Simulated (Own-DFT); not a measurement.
# Which defects push the lattice out? D0_22 TiAl3

Everything here is calculated. The program is Own-DFT (plane waves, in-house, since retired, never reviewed by a person); positions were held fixed, and spin and spin-orbit coupling were off.

Settings: PBE; PseudoDojo norm-conserving scalar-relativistic files; cutoff 42 hartree; 4 x 4 x 4 k mesh centred on Gamma; cold (Marzari-Vanderbilt) smearing of 0.2 eV.

Known weak points: forces on such cells failed a check on a denser k mesh; stress not checked against mesh or cutoff.

All runs share one cell, with vectors in Å (-2.365, -6.981, 4.326); (-7.667, 3.491, 1.442); (-2.950, -3.488, -7.241) and a volume of 625.4 Å³. The atoms are randomly displaced, by u rms on each axis. The defect's site can differ from row to row.

```
cell,formula,u (Å),P (GPa)
no defect,Al30Ti10,0.0177,1.97
no defect,Al30Ti10,0.0466,2.45
no defect,Al30Ti10,0.0538,2.63
two Al vacancies,Al28Ti10,0.0280,1.15
two Al vacancies,Al28Ti10,0.0303,1.21
two Al vacancies,Al28Ti10,0.0484,1.74
one Ti vacancy,Al30Ti9,0.0298,1.91
one Ti vacancy,Al30Ti9,0.0454,2.07
one Ti vacancy,Al30Ti9,0.0482,2.17
two Al on a Ti site each,Al32Ti8,0.0296,2.88
two Al on a Ti site each,Al32Ti8,0.0306,2.95
two Al on a Ti site each,Al32Ti8,0.0498,3.36
two Ti on an Al site each,Al28Ti12,0.0294,?
two Ti on an Al site each,Al28Ti12,0.0320,3.43
two Ti on an Al site each,Al28Ti12,0.0478,3.78
two Ti on an Al site each,Al28Ti12,0.0500,3.87
```

## What the rows give

P = P0 + c u² + a shift for each defect gives P0 = 1.86 GPa, c = 276 ± 21 GPa/Å² and a scatter of 0.06 GPa. The shifts, and each times the cell's volume:

- two Ti on an Al site each: 1.31 ± 0.05 GPa, 5.1 eV (2.5 eV for each of its 2 sites)
- two Al on a Ti site each: 0.81 ± 0.05 GPa, 3.2 eV (1.6 eV for each of its 2 sites)
- one Ti vacancy: -0.29 ± 0.05 GPa, -1.1 eV
- two Al vacancies: -0.86 ± 0.05 GPa, -3.4 eV (-1.7 eV for each of its 2 sites)

Positive is outwards. The product with the volume (160.2 GPa Å³ to the eV) is nearly free of the cell's size; divided by the bulk modulus at the cell's pressure it gives the volume that the defect adds. The atoms around the defects weren't relaxed, which would change these numbers.

## Check

The question: what pressure belongs in the blank (two Ti on an Al site each, u = 0.0294 Å)?

The fit gives 3.40 ± 0.08 GPa. Computed: 3.29 GPa.
